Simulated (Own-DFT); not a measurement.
Al$_{16}$O$_{23}$ (corundum with two vacancies, atoms displaced) (calculated)

A calculation, not a measurement: plane-wave PBE density functional theory by an unreviewed code, no spin, of a simulated periodic cell, stress positive in tension, free energy of the whole cell less one offset for each atom, defect cell not probed for a lower state with spin; oxygen file: force components 24 meV/angstrom off all-electron in one glass; forces on such cells passed a denser k mesh, this cell's mesh not checked; offsets are fitted by least squares, one for each functional and potential file, so energies compare only between cells with the same atoms and settings and are not formation energies; the far tail of each file's local potential was reset to the Coulomb form; each entry is a single point on an unrelaxed cell, so the pressure reflects the starting lattice, mostly measured values, from which strain is counted, and rises with the displacements; printed positions are rounded, which can move forces by about a meV/angstrom; the program is a retired in-house code; no spin-orbit coupling; before rounding, a Quantum ESPRESSO 7.3.1 run of the same cell and cutoff gave forces within 1 meV/angstrom rms on each cell, which checks the program and not the settings. Program: Own-DFT development build.

Settings shared by all entries: functional PBE; potential files PseudoDojo norm-conserving, scalar-relativistic, standard set; wave cutoff 72 hartree; occupations Fermi-Dirac; smearing width 0.1 eV; k mesh 3 x 3 x 3 centred on Gamma.

(1) Al$_{16}$O$_{23}$ (corundum with two vacancies, atoms displaced)

```
cell vectors (Å)
   5.4940     0.0000     8.6604
  -2.7470     4.7579     8.6604
  -2.7470    -4.7579     8.6604
atoms (fractions of the cell vectors)
Al  0.16238  0.19127  0.17576
Al  0.31795  0.33045  0.32274
Al  0.41873  0.42847  0.43022
Al  0.07758  0.07712  0.06893
O   0.27896  0.47067  0.13043
O   0.46787  0.13183  0.27227
O   0.13421  0.27113  0.46260
O   0.22075  0.02987  0.36907
O   0.03061  0.36547  0.23222
O   0.36352  0.22642  0.03352
Al  0.17808  0.17266  0.67509
Al  0.32751  0.32001  0.82135
Al  0.42203  0.42835  0.92562
Al  0.07607  0.06867  0.56891
O   0.46822  0.13040  0.78193
O   0.12419  0.27685  0.97095
O   0.22285  0.02454  0.87774
O   0.02749  0.37135  0.73325
O   0.36979  0.21717  0.53923
Al  0.16800  0.67619  0.17896
Al  0.33480  0.83053  0.31898
Al  0.42719  0.93166  0.42171
Al  0.05948  0.57933  0.08262
O   0.28265  0.97122  0.12929
O   0.47557  0.61849  0.28067
O   0.12750  0.78243  0.47057
O   0.22130  0.52061  0.38187
O   0.03338  0.87554  0.22019
O   0.36326  0.72883  0.02886
Al  0.17595  0.68144  0.68135
Al  0.33279  0.81690  0.82127
Al  0.42151  0.92230  0.93754
Al  0.06996  0.57019  0.58352
O   0.27468  0.98384  0.62425
O   0.46842  0.62593  0.77681
O   0.12745  0.77605  0.96735
O   0.22246  0.52956  0.87736
O   0.02542  0.88209  0.71233
O   0.37932  0.71666  0.51889
Al  0.67399  0.17693  0.17615
Al  0.83060  0.32289  0.32589
Al  0.92945  0.41916  0.42237
Al  0.57416  0.06810  0.07502
O   0.77832  0.47477  0.12249
O   0.96483  0.13519  0.27845
O   0.62475  0.28265  0.46157
O   0.72488  0.03087  0.37851
O   0.52726  0.37616  0.22950
O   0.87457  0.21192  0.03001
Al  0.67055  0.17556  0.67654
Al  0.81343  0.32872  0.82814
Al  0.92789  0.42687  0.92846
Al  0.57155  0.06923  0.57372
O   0.77624  0.47350  0.62689
O   0.96677  0.12110  0.77823
O   0.63103  0.27794  0.96799
O   0.71992  0.01788  0.88082
O   0.53877  0.36519  0.72116
O   0.88146  0.22019  0.52165
Al  0.66857  0.68404  0.18134
Al  0.83193  0.83155  0.31264
Al  0.93731  0.92026  0.42258
Al  0.57969  0.58151  0.06254
O   0.78865  0.97960  0.11630
O   0.96239  0.62600  0.28250
O   0.61477  0.78748  0.47810
O   0.71143  0.53211  0.38164
O   0.52306  0.88135  0.23376
O   0.87048  0.72203  0.03192
Al  0.67024  0.68243  0.67066
Al  0.82332  0.82286  0.82916
Al  0.91726  0.92812  0.93160
Al  0.57518  0.56970  0.57462
O   0.77684  0.97315  0.63044
O   0.62946  0.78279  0.97489
O   0.71903  0.52298  0.87125
O   0.53190  0.87246  0.72949
O   0.88633  0.70536  0.53322
```

* free energy of cell above offsets: -51.008 eV
* pressure: 7.93 GPa
* stress xx: -8.83 GPa
* stress yy: -7.16 GPa
* stress zz: -7.79 GPa
* stress yz: -0.49 GPa
* stress xz: 0.82 GPa
* stress xy: 0.27 GPa

Force:
| element | x (eV/Å) | y (eV/Å) | z (eV/Å) |
| --- | --- | --- | --- |
| Al | 2.94 | -1.692 | -1.228 |
| Al | 1.144 | -0.899 | 0.944 |
| Al | 0.387 | -0.488 | 0.515 |
| Al | -0.523 | -0.076 | -0.368 |
| O | -0.463 | 1.302 | -0.914 |
| O | 0.748 | -0.356 | 0.482 |
| O | -1.673 | -0.042 | 0.132 |
| O | -0.114 | -0.465 | 0.853 |
| O | -1.832 | 2.954 | 1.022 |
| O | 1.316 | 0.314 | 0.652 |
| Al | -1.524 | -0.37 | 0.136 |
| Al | -1.367 | 1.388 | -0.031 |
| Al | 0.179 | -1.025 | 0.24 |
| Al | -0.523 | 0.468 | 1.288 |
| O | 1.197 | -1.175 | -1.192 |
| O | -0.002 | -0.329 | 0.737 |
| O | 0.024 | 0.341 | 0.089 |
| O | 0.615 | 0.25 | -0.998 |
| O | 0.79 | 0.791 | 0.117 |
| Al | 1.294 | -0.1 | 0.757 |
| Al | -1.507 | -1.363 | -2.137 |
| Al | -1.532 | -0.413 | 0.939 |
| Al | 2.089 | 0.34 | 0.192 |
| O | -0.25 | 0.631 | -0.703 |
| O | -0.657 | 2.003 | 0.866 |
| O | 0.438 | -0.414 | -0.154 |
| O | -0.903 | 0.799 | -0.168 |
| O | -0.436 | -0.392 | -0.346 |
| O | 1.646 | -0.759 | 0.988 |
| Al | 0.56 | 0.07 | -1.965 |
| Al | -2.184 | 0.679 | 0.484 |
| Al | 0.187 | 1.373 | -0.138 |
| Al | 1.243 | -0.536 | 1.381 |
| O | 1.836 | -1.282 | -1.466 |
| O | 0.462 | -0.076 | -0.285 |
| O | -0.949 | -0.47 | -0.297 |
| O | -0.462 | -0.148 | 0.016 |
| O | -0.065 | -1.67 | 0.312 |
| O | -0.654 | -0.774 | 1.533 |
| Al | -0.747 | 0.442 | 0.914 |
| Al | -2.348 | 0.273 | -2.045 |
| Al | -1.26 | -1.299 | 1.826 |
| Al | -1.157 | 1.884 | 0.766 |
| O | 0.283 | -0.236 | 0.592 |
| O | 1.795 | -0.683 | -0.941 |
| O | 0.018 | -1.357 | 1.007 |
| O | 1.033 | -0.17 | -1.603 |
| O | 0.537 | 0.586 | -1.269 |
| O | -0.045 | 0.63 | 1.209 |
| Al | 1.427 | 0.004 | -0.524 |
| Al | 2.441 | -0.008 | 0.38 |
| Al | 0.051 | 0.898 | -0.419 |
| Al | -0.309 | 0.553 | 1.613 |
| O | 0.534 | 0.694 | -0.896 |
| O | -0.096 | 0.932 | 0.69 |
| O | -2.094 | -0.805 | -1.63 |
| O | -0.709 | 0.45 | 0.923 |
| O | -1.635 | 0.558 | 0.813 |
| O | -1.265 | -0.363 | -0.13 |
| Al | 0.702 | -1.108 | -1.157 |
| Al | -1.411 | -1.227 | 0.322 |
| Al | -1.547 | -0.002 | 0.706 |
| Al | -0.639 | -1.967 | -0.255 |
| O | -1.294 | -1.62 | -0.731 |
| O | 0.6 | 0.486 | 0.07 |
| O | 1.374 | 0.365 | 0.342 |
| O | 1.981 | 0.653 | -0.105 |
| O | 2.19 | 0.297 | -1.082 |
| O | -0.089 | -0.111 | 0.646 |
| Al | 1.502 | -0.659 | 0.679 |
| Al | 1.534 | 0.636 | -1.113 |
| Al | 1.909 | 1.387 | 0.25 |
| Al | -0.565 | -0.244 | 0.285 |
| O | 0.437 | 0.374 | -0.918 |
| O | -1.593 | -0.709 | -1.597 |
| O | -1.258 | 0.383 | 1.449 |
| O | 0.098 | -0.278 | -0.764 |
| O | -1.867 | 1.972 | -0.588 |

(2) Al$_{16}$O$_{23}$ (corundum with two vacancies, atoms displaced)

```
cell vectors (Å)
   5.4940     0.0000     8.6604
  -2.7470     4.7579     8.6604
  -2.7470    -4.7579     8.6604
atoms (fractions of the cell vectors)
Al  0.17876  0.17707  0.17717
Al  0.31910  0.31690  0.33182
Al  0.42751  0.42148  0.42680
Al  0.07025  0.07800  0.07911
O   0.27581  0.47581  0.11837
O   0.46864  0.13674  0.27161
O   0.11718  0.27386  0.48055
O   0.22156  0.02666  0.36863
O   0.02092  0.36808  0.23382
O   0.37312  0.23359  0.02045
Al  0.17994  0.16516  0.67602
Al  0.32393  0.32582  0.82165
Al  0.42500  0.42100  0.93068
Al  0.07254  0.08693  0.56092
O   0.27485  0.45780  0.62830
O   0.47036  0.13014  0.77738
O   0.11215  0.28702  0.97907
O   0.23233  0.01921  0.87305
O   0.03104  0.37643  0.71469
O   0.38311  0.22047  0.52497
Al  0.17260  0.67941  0.17610
Al  0.32944  0.82487  0.31730
Al  0.42806  0.92551  0.43057
Al  0.06932  0.58548  0.07679
O   0.27686  0.98109  0.12388
O   0.47103  0.62416  0.27985
O   0.11317  0.78205  0.47007
O   0.22811  0.53174  0.37253
O   0.02276  0.87064  0.23046
O   0.37780  0.71107  0.03617
Al  0.18126  0.67487  0.66451
Al  0.32442  0.81870  0.82771
Al  0.43151  0.92007  0.94241
Al  0.08042  0.57356  0.57279
O   0.28486  0.97417  0.61534
O   0.47625  0.62148  0.77035
O   0.11292  0.78292  0.97732
O   0.22189  0.52242  0.87632
O   0.02777  0.87055  0.72326
O   0.37096  0.71756  0.53313
Al  0.67968  0.17562  0.17861
Al  0.83162  0.31719  0.32369
Al  0.92993  0.42651  0.42712
Al  0.57346  0.08236  0.07042
O   0.77406  0.47763  0.11687
O   0.95833  0.11378  0.29083
O   0.62601  0.26940  0.48109
O   0.72397  0.03601  0.37145
O   0.51958  0.38807  0.21646
O   0.87288  0.22609  0.01850
Al  0.67650  0.17290  0.67520
Al  0.82612  0.32059  0.82766
Al  0.93005  0.42976  0.92123
Al  0.57181  0.07044  0.58359
O   0.77182  0.47037  0.62164
O   0.96860  0.12430  0.77988
O   0.62308  0.28521  0.96391
O   0.53301  0.37030  0.72098
O   0.87615  0.21250  0.52949
Al  0.67954  0.67488  0.17132
Al  0.81243  0.83071  0.32669
Al  0.91444  0.92670  0.43240
Al  0.57717  0.57515  0.07278
O   0.78104  0.97330  0.11700
O   0.96936  0.63182  0.26555
O   0.62516  0.78650  0.47029
O   0.71962  0.53106  0.37057
O   0.53530  0.87921  0.21604
Al  0.68102  0.66725  0.67238
Al  0.82690  0.83376  0.81451
Al  0.92277  0.92782  0.90997
Al  0.57294  0.56966  0.58103
O   0.77782  0.96860  0.63072
O   0.97461  0.62553  0.76497
O   0.61743  0.78542  0.96640
O   0.72789  0.54672  0.86129
O   0.53722  0.86784  0.72414
O   0.87970  0.72920  0.52052
```

- free energy of cell above offsets: -50.659 eV
- pressure: 8.29 GPa
- stress xx: -8.17 GPa
- stress yy: -8.45 GPa
- stress zz: -8.25 GPa
- stress yz: 0.66 GPa
- stress xz: -0.53 GPa
- stress xy: 0.14 GPa

Force:
| element | x (eV/Å) | y (eV/Å) | z (eV/Å) |
| --- | --- | --- | --- |
| Al | -0.115 | 1.05 | -0.328 |
| Al | -0.048 | 2.163 | 1.438 |
| Al | 0.492 | 0.396 | 0.01 |
| Al | 0.281 | -0.403 | -1.246 |
| O | -0.834 | -1.252 | 0.738 |
| O | 0.68 | -1.348 | -0.787 |
| O | 1.149 | 1.232 | 0.835 |
| O | -0.21 | -0.702 | 1.353 |
| O | 0.984 | 0.738 | 0.565 |
| O | 0.078 | -2.054 | -0.469 |
| Al | -0.762 | -0.05 | 1.737 |
| Al | -0.3 | -0.066 | 0.279 |
| Al | -0.261 | 1.562 | -0.319 |
| Al | 0.423 | -2.409 | -0.968 |
| O | 0.056 | 0.878 | 1.451 |
| O | -0.097 | -1.411 | -0.474 |
| O | 1.426 | -1.093 | 0.126 |
| O | -1.254 | 0.079 | 0.289 |
| O | 0.132 | -0.836 | -0.711 |
| O | -0.914 | -0.368 | -1.549 |
| Al | 0.049 | -0.43 | 0.696 |
| Al | -0.853 | -0.832 | -0.036 |
| Al | 1.043 | 1.065 | -1.255 |
| Al | 0.724 | 0.366 | -2.554 |
| O | -0.129 | -0.293 | -0.285 |
| O | 0.009 | 0.438 | 0.588 |
| O | 2.223 | -0.095 | 2.173 |
| O | -0.552 | -0.421 | -1.547 |
| O | 0.688 | 1.815 | 0.058 |
| O | -0.767 | 1.393 | -0.36 |
| Al | -1.59 | -1.335 | 0.039 |
| Al | 0.438 | -0.024 | 0.839 |
| Al | -1.512 | 3.007 | -3.055 |
| Al | -0.586 | 0.652 | -1.467 |
| O | -1.273 | -0.931 | 0.323 |
| O | -1.278 | -0.24 | 0.812 |
| O | 1.484 | 1.114 | 0.388 |
| O | -0.497 | 1.177 | 0.008 |
| O | 1.067 | 1.327 | 0.334 |
| O | 1.059 | 1.249 | 0.598 |
| Al | -0.814 | 1.1 | -0.337 |
| Al | -1.549 | 0.183 | -0.53 |
| Al | -1.204 | 1.163 | -1.381 |
| Al | 1.318 | -0.018 | -0.487 |
| O | 0.429 | -1.156 | 0.8 |
| O | 0.927 | 2.673 | 1.517 |
| O | 0.185 | 1.568 | -0.207 |
| O | -0.883 | -0.622 | -0.902 |
| O | 1.581 | -1.484 | -0.429 |
| O | 0.125 | -0.831 | 1.196 |
| Al | -0.476 | -0.584 | 0.88 |
| Al | 0.007 | 1.028 | -0.322 |
| Al | -0.805 | 1.02 | -0.8 |
| Al | 0.212 | -0.065 | -0.468 |
| O | 0.786 | -0.303 | 1.444 |
| O | 0.842 | 0.401 | -0.272 |
| O | 0.412 | -0.728 | 0.727 |
| O | -0.537 | 0.333 | -0.179 |
| O | -0.365 | 0.705 | 0.44 |
| Al | 0.606 | 0.722 | 0.846 |
| Al | 2.249 | 0.889 | 0.714 |
| Al | 1.02 | -0.72 | -0.393 |
| Al | 0.087 | 0.302 | -0.828 |
| O | -0.968 | -0.13 | 0.419 |
| O | -1.085 | -2.015 | 1.032 |
| O | -0.508 | -0.8 | -1.007 |
| O | -0.101 | -0.803 | 0.517 |
| O | -0.856 | -0.647 | -0.509 |
| Al | -0.549 | 1.092 | 1.73 |
| Al | -0.19 | -2.338 | -0.478 |
| Al | -1.243 | -1.196 | 1.207 |
| Al | 0.507 | 0.628 | -1.718 |
| O | -0.369 | 0.991 | -0.732 |
| O | -0.814 | -0.414 | 1.731 |
| O | 2.455 | -1.845 | 2.361 |
| O | 0.285 | -1.988 | -1.003 |
| O | -0.529 | 0.282 | -0.822 |
| O | -0.845 | -1.501 | -2.023 |

(3) Al$_{16}$O$_{23}$ (corundum with two vacancies, atoms displaced)

```
cell vectors (Å)
   5.4940     0.0000     8.6604
  -2.7470     4.7579     8.6604
  -2.7470    -4.7579     8.6604
atoms (fractions of the cell vectors)
Al  0.17639  0.18441  0.16936
Al  0.32327  0.33283  0.31869
Al  0.42786  0.42447  0.41782
Al  0.06862  0.07528  0.07229
O   0.29017  0.46950  0.12235
O   0.47529  0.12471  0.27334
O   0.12114  0.27620  0.47322
O   0.22774  0.01863  0.37614
O   0.02521  0.37090  0.21661
O   0.37603  0.21804  0.03281
Al  0.17264  0.17017  0.67650
Al  0.33702  0.31788  0.83006
Al  0.42824  0.41315  0.92684
Al  0.07115  0.07111  0.56726
O   0.28130  0.46576  0.62483
O   0.47033  0.12141  0.78215
O   0.12743  0.27388  0.97162
O   0.22260  0.02434  0.87648
O   0.03837  0.37661  0.71613
O   0.38121  0.21162  0.53329
Al  0.17525  0.68102  0.17538
Al  0.31877  0.81953  0.33478
Al  0.43469  0.93555  0.42408
Al  0.06795  0.57665  0.07020
O   0.26497  0.96735  0.12978
O   0.47949  0.62202  0.27933
O   0.22237  0.52229  0.37996
O   0.02582  0.88645  0.21855
O   0.38128  0.71381  0.01792
Al  0.18477  0.68205  0.67032
Al  0.31860  0.82603  0.82780
Al  0.43452  0.92440  0.92215
Al  0.07147  0.57557  0.57473
O   0.27804  0.97816  0.62754
O   0.46906  0.62908  0.77810
O   0.12194  0.77552  0.97618
O   0.22492  0.52738  0.87363
O   0.02092  0.86802  0.72650
Al  0.66607  0.18408  0.18293
Al  0.81562  0.31467  0.34012
Al  0.92692  0.43180  0.41988
Al  0.57222  0.08161  0.06366
O   0.76826  0.47021  0.12873
O   0.96517  0.13632  0.27539
O   0.62497  0.28435  0.46493
O   0.71514  0.02485  0.37910
O   0.52636  0.37604  0.22587
O   0.87314  0.21820  0.02436
Al  0.68110  0.16789  0.67137
Al  0.83007  0.31750  0.81934
Al  0.92630  0.43054  0.91451
Al  0.57138  0.07144  0.57874
O   0.77196  0.46745  0.63254
O   0.97156  0.11703  0.78201
O   0.61454  0.27906  0.97575
O   0.72743  0.02045  0.86334
O   0.52136  0.37619  0.71888
O   0.87513  0.23217  0.51959
Al  0.67163  0.69001  0.17924
Al  0.82322  0.83128  0.31366
Al  0.93072  0.92983  0.42350
Al  0.57833  0.58094  0.06990
O   0.77185  0.97799  0.12196
O   0.97460  0.62836  0.28193
O   0.62137  0.79832  0.45690
O   0.71739  0.53110  0.37309
O   0.52222  0.88780  0.21246
O   0.86470  0.72319  0.04131
Al  0.67542  0.67109  0.68326
Al  0.81565  0.82958  0.82750
Al  0.93324  0.90568  0.93644
Al  0.57777  0.57669  0.57444
O   0.77766  0.97876  0.61576
O   0.97292  0.62069  0.77929
O   0.63810  0.76721  0.97514
O   0.72392  0.52866  0.87896
O   0.53232  0.87250  0.72664
O   0.88612  0.72689  0.51732
```

- free energy of cell above offsets: -50.330 eV
- pressure: 8.52 GPa
- stress xx: -8.73 GPa
- stress yy: -8.91 GPa
- stress zz: -7.91 GPa
- stress yz: -0.63 GPa
- stress xz: -0.62 GPa
- stress xy: 0.95 GPa

Force:
| element | x (eV/Å) | y (eV/Å) | z (eV/Å) |
| --- | --- | --- | --- |
| Al | -0.147 | -1.798 | -2.069 |
| Al | 0.185 | -1.634 | -0.505 |
| Al | -1.001 | -0.844 | 1.79 |
| Al | 0.476 | 1.063 | 1.374 |
| O | -1.193 | 0.575 | -1.325 |
| O | -1.32 | 0.977 | 0.83 |
| O | 0.313 | 0.558 | 0.195 |
| O | -1.077 | 0.888 | 0.631 |
| O | -0.889 | 1.352 | 2.515 |
| O | -0.329 | 0.889 | -0.685 |
| Al | 0.327 | 0.539 | 1.475 |
| Al | -1.653 | 1.523 | -3.763 |
| Al | -1.585 | 1.993 | 2.08 |
| Al | -0.019 | -0.453 | 0.947 |
| O | -0.099 | 0.355 | 0.37 |
| O | 0.696 | 0.323 | 0.712 |
| O | 0.165 | 0.613 | 0.33 |
| O | -0.082 | 0.221 | -0.419 |
| O | -0.781 | -1.121 | -1.901 |
| O | -0.989 | 1.07 | -0.897 |
| Al | 0.4 | -0.516 | 0.377 |
| Al | -0.348 | 0.042 | -0.711 |
| Al | -1.85 | 0.28 | -2.146 |
| Al | 1.198 | -1.414 | 0.243 |
| O | 1.437 | -0.016 | 1.256 |
| O | -1.332 | 0.622 | -0.322 |
| O | -0.126 | 1.212 | -0.208 |
| O | 0.508 | -1.359 | -1.728 |
| O | -0.737 | -0.466 | 1.488 |
| Al | 1.574 | -0.288 | -1.475 |
| Al | 0.76 | 0.151 | 0.273 |
| Al | -1.549 | -1.11 | -0.469 |
| Al | 1.005 | 0.031 | 1.429 |
| O | 0.861 | -0.397 | -1.602 |
| O | 0.819 | 0.011 | -0.461 |
| O | 0.726 | -0.421 | 0.141 |
| O | -0.528 | -0.489 | 0.372 |
| O | 0.176 | 0.694 | 1.283 |
| Al | 1.373 | -0.284 | -0.558 |
| Al | 1.125 | 4.047 | -0.323 |
| Al | 0.053 | -0.475 | -0.316 |
| Al | 1.369 | -1.649 | 1.071 |
| O | 1.482 | -0.246 | 0.724 |
| O | 0.727 | -1.349 | -0.676 |
| O | -1.083 | -2.167 | -0.523 |
| O | 0.271 | 0.71 | 0.602 |
| O | -0.06 | 0.659 | -0.387 |
| O | -0.284 | 0.453 | 0.085 |
| Al | -0.998 | 1.19 | 0.361 |
| Al | -0.937 | -1.212 | 0.45 |
| Al | -0.297 | -2.158 | 1.353 |
| Al | 0.61 | 0.686 | -0.444 |
| O | 0.432 | 1.299 | 0.17 |
| O | 0.068 | 0.241 | -0.483 |
| O | 1.823 | 0.61 | 0.638 |
| O | -1.945 | -0.085 | 1.874 |
| O | 1.359 | -0.496 | 1.2 |
| O | -0.372 | -1.791 | -0.189 |
| Al | -0.309 | -1.786 | -2.167 |
| Al | -0.587 | -0.113 | 1.492 |
| Al | 0.776 | 0.039 | -0.493 |
| Al | -0.018 | -1.543 | 0.009 |
| O | 1.139 | 0.016 | -0.471 |
| O | 0.315 | -0.051 | -1.165 |
| O | 1.984 | -3.19 | 0.688 |
| O | 0.143 | -0.482 | 1.68 |
| O | 0.16 | -0.698 | -0.041 |
| O | 1.738 | 0.744 | 0.706 |
| Al | 0.003 | 0.846 | 0.707 |
| Al | 2.636 | -0.174 | -1.286 |
| Al | -2.11 | 2.752 | 0.269 |
| Al | -1.351 | 0.519 | -1.44 |
| O | -0.187 | -0.994 | 0.546 |
| O | -0.568 | 1.386 | 0.934 |
| O | -2.123 | 1.417 | -0.941 |
| O | 0.6 | 0.8 | -1.574 |
| O | 0.464 | -0.081 | -0.35 |
| O | -1.409 | -1.044 | -1.161 |

(4) Al$_{16}$O$_{23}$ (corundum with two vacancies, atoms displaced)

```
cell vectors (Å)
   5.4940     0.0000     8.6604
  -2.7470     4.7579     8.6604
  -2.7470    -4.7579     8.6604
atoms (fractions of the cell vectors)
Al  0.17313  0.17829  0.17367
Al  0.32462  0.33354  0.31156
Al  0.42269  0.43380  0.42192
Al  0.08172  0.06172  0.07517
O   0.27772  0.46814  0.13440
O   0.47955  0.11860  0.27443
O   0.13517  0.27643  0.46588
O   0.22603  0.02718  0.37475
O   0.02752  0.36626  0.22948
O   0.38909  0.21568  0.02850
Al  0.17118  0.17035  0.68966
Al  0.31464  0.30945  0.84408
Al  0.43401  0.42462  0.92622
Al  0.07084  0.07388  0.58469
O   0.27497  0.47766  0.62281
O   0.47254  0.12337  0.77935
O   0.11767  0.27773  0.97371
O   0.20654  0.03436  0.87569
O   0.03300  0.36965  0.72668
O   0.37739  0.22074  0.52760
Al  0.16737  0.68971  0.17932
Al  0.31732  0.82480  0.32939
Al  0.43822  0.92282  0.40658
Al  0.07410  0.56340  0.07504
O   0.27579  0.96687  0.12719
O   0.46985  0.61436  0.28632
O   0.13069  0.76436  0.48443
O   0.21603  0.52717  0.38202
O   0.02790  0.87562  0.22189
O   0.37948  0.71879  0.02578
Al  0.17531  0.67010  0.67634
Al  0.31264  0.82979  0.83780
Al  0.41813  0.92200  0.93789
Al  0.07071  0.58573  0.57294
O   0.27318  0.96558  0.63218
O   0.46962  0.62273  0.77482
O   0.12430  0.76989  0.98280
O   0.23431  0.52199  0.87342
O   0.02415  0.87777  0.72054
O   0.37050  0.71796  0.54048
Al  0.67077  0.17030  0.19112
Al  0.82842  0.31622  0.32547
Al  0.93750  0.43773  0.40688
Al  0.57192  0.07541  0.06793
O   0.76842  0.46865  0.13291
O   0.97758  0.12209  0.27832
O   0.62115  0.29247  0.47251
O   0.72501  0.01795  0.37576
O   0.53042  0.38320  0.22284
O   0.87321  0.22267  0.02229
Al  0.67504  0.16814  0.68612
Al  0.83849  0.32359  0.81625
Al  0.91301  0.42939  0.92495
Al  0.57441  0.07972  0.56510
O   0.97286  0.12136  0.78501
O   0.63090  0.27831  0.96725
O   0.72234  0.02985  0.86736
O   0.52526  0.36815  0.72508
O   0.87668  0.21553  0.52523
Al  0.67069  0.67847  0.16736
Al  0.81466  0.83530  0.32155
Al  0.91918  0.93138  0.43841
Al  0.58074  0.56810  0.07799
O   0.78889  0.96386  0.13077
O   0.95766  0.63624  0.28196
O   0.63524  0.77467  0.47317
O   0.52175  0.87961  0.22668
O   0.86264  0.72824  0.02394
Al  0.66824  0.67904  0.67820
Al  0.82218  0.83250  0.81470
Al  0.92493  0.92361  0.92021
Al  0.58353  0.56760  0.56826
O   0.77373  0.96491  0.61987
O   0.97235  0.62056  0.78791
O   0.63607  0.78060  0.95750
O   0.72336  0.52595  0.87978
O   0.53837  0.87363  0.71257
O   0.86985  0.71817  0.53555
```

* free energy of cell above offsets: -48.065 eV
* pressure: 9.82 GPa
* stress xx: -9.35 GPa
* stress yy: -10.31 GPa
* stress zz: -9.8 GPa
* stress yz: 0.36 GPa
* stress xz: 0.88 GPa
* stress xy: -0.12 GPa

Force:
| element | x (eV/Å) | y (eV/Å) | z (eV/Å) |
| --- | --- | --- | --- |
| Al | 0.465 | -1.459 | 0.913 |
| Al | -0.193 | -3.654 | 1.543 |
| Al | -0.63 | -3.008 | -0.465 |
| Al | -3.047 | 1.222 | -0.093 |
| O | 0.092 | 2.604 | -1.865 |
| O | -0.614 | 0.874 | 0.97 |
| O | -1.137 | -0.227 | -0.632 |
| O | -0.377 | 0.369 | -0.973 |
| O | 0.32 | 1.74 | 0.251 |
| O | -3.324 | 0.423 | -2.622 |
| Al | 1.808 | 3.667 | -1.267 |
| Al | 1.868 | 3.692 | 0.806 |
| Al | 0.235 | 0.745 | -0.578 |
| Al | 1.295 | 1.538 | -0.21 |
| O | 0.272 | -1.556 | -0.101 |
| O | -0.495 | -1.178 | -0.717 |
| O | 0.215 | -1.015 | 0.764 |
| O | 1.696 | -2.782 | 1.938 |
| O | -0.254 | 0.844 | 0.242 |
| O | -0.145 | 0.166 | -0.163 |
| Al | 1.231 | -2.105 | -1.652 |
| Al | 0.437 | -1.129 | 0.787 |
| Al | -2.694 | -2.967 | 2.406 |
| Al | -0.293 | 1.728 | 0.986 |
| O | -0.098 | -0.082 | 0.548 |
| O | -0.657 | 4.131 | 1.85 |
| O | -1.634 | 3.162 | -0.702 |
| O | 0.196 | 1.365 | -0.215 |
| O | -0.731 | -0.097 | 1.275 |
| O | -0.817 | 0.192 | 0.648 |
| Al | 0.547 | -1.165 | 1.824 |
| Al | 2.505 | 0.896 | -2.488 |
| Al | 3.102 | 1.721 | -0.098 |
| Al | 0.518 | -2.069 | -1.717 |
| O | 0.091 | 0.281 | 0.635 |
| O | -0.035 | 0.107 | 1.622 |
| O | -0.265 | 0.814 | -0.596 |
| O | -1.841 | -0.947 | -0.525 |
| O | 0.103 | -0.497 | -0.39 |
| O | 1.046 | 1.55 | -0.349 |
| Al | 1.163 | 2.613 | -0.95 |
| Al | -1.724 | 0.158 | 0.685 |
| Al | -2.227 | -3.335 | 0.269 |
| Al | 1.818 | -0.68 | 2.429 |
| O | 1.435 | 0.307 | 0.539 |
| O | -0.071 | -0.472 | -0.813 |
| O | 0.923 | -1.121 | -1.24 |
| O | -1.095 | 0.819 | 1.907 |
| O | 0.332 | -1.733 | -2.242 |
| O | 0.024 | -1.554 | 1.251 |
| Al | -0.818 | 3.838 | -0.466 |
| Al | -1.991 | 0.453 | -1.657 |
| Al | 1.119 | -0.642 | 1.184 |
| Al | -0.924 | -0.989 | -0.031 |
| O | 0.319 | 0.122 | -1.001 |
| O | -0.126 | -0.767 | -0.012 |
| O | -0.14 | -1.846 | 1.144 |
| O | 0.384 | 0.156 | 0.78 |
| O | -0.008 | -0.835 | 0.182 |
| Al | 0.007 | -1.48 | 1.691 |
| Al | 1.462 | -2.738 | 0.529 |
| Al | 3.157 | 0.797 | -2.229 |
| Al | -0.435 | 1.036 | -1.009 |
| O | -0.366 | 2.918 | -2.373 |
| O | 1.943 | 0.558 | -0.167 |
| O | -1.571 | 0.355 | -1.817 |
| O | 2.255 | 0.652 | -2.41 |
| O | 1.553 | -0.513 | 1.397 |
| Al | 0.882 | -0.721 | -0.487 |
| Al | 1.154 | -1.189 | -0.126 |
| Al | -0.357 | -1.383 | 1.469 |
| Al | 0.466 | -0.302 | -0.445 |
| O | -2.097 | -0.623 | 2.69 |
| O | -0.187 | 0.644 | -0.292 |
| O | -2.618 | -1.51 | -0.833 |
| O | -0.601 | 0.93 | -0.573 |
| O | -2.734 | -0.312 | 0.472 |
| O | 0.93 | 0.498 | 0.965 |
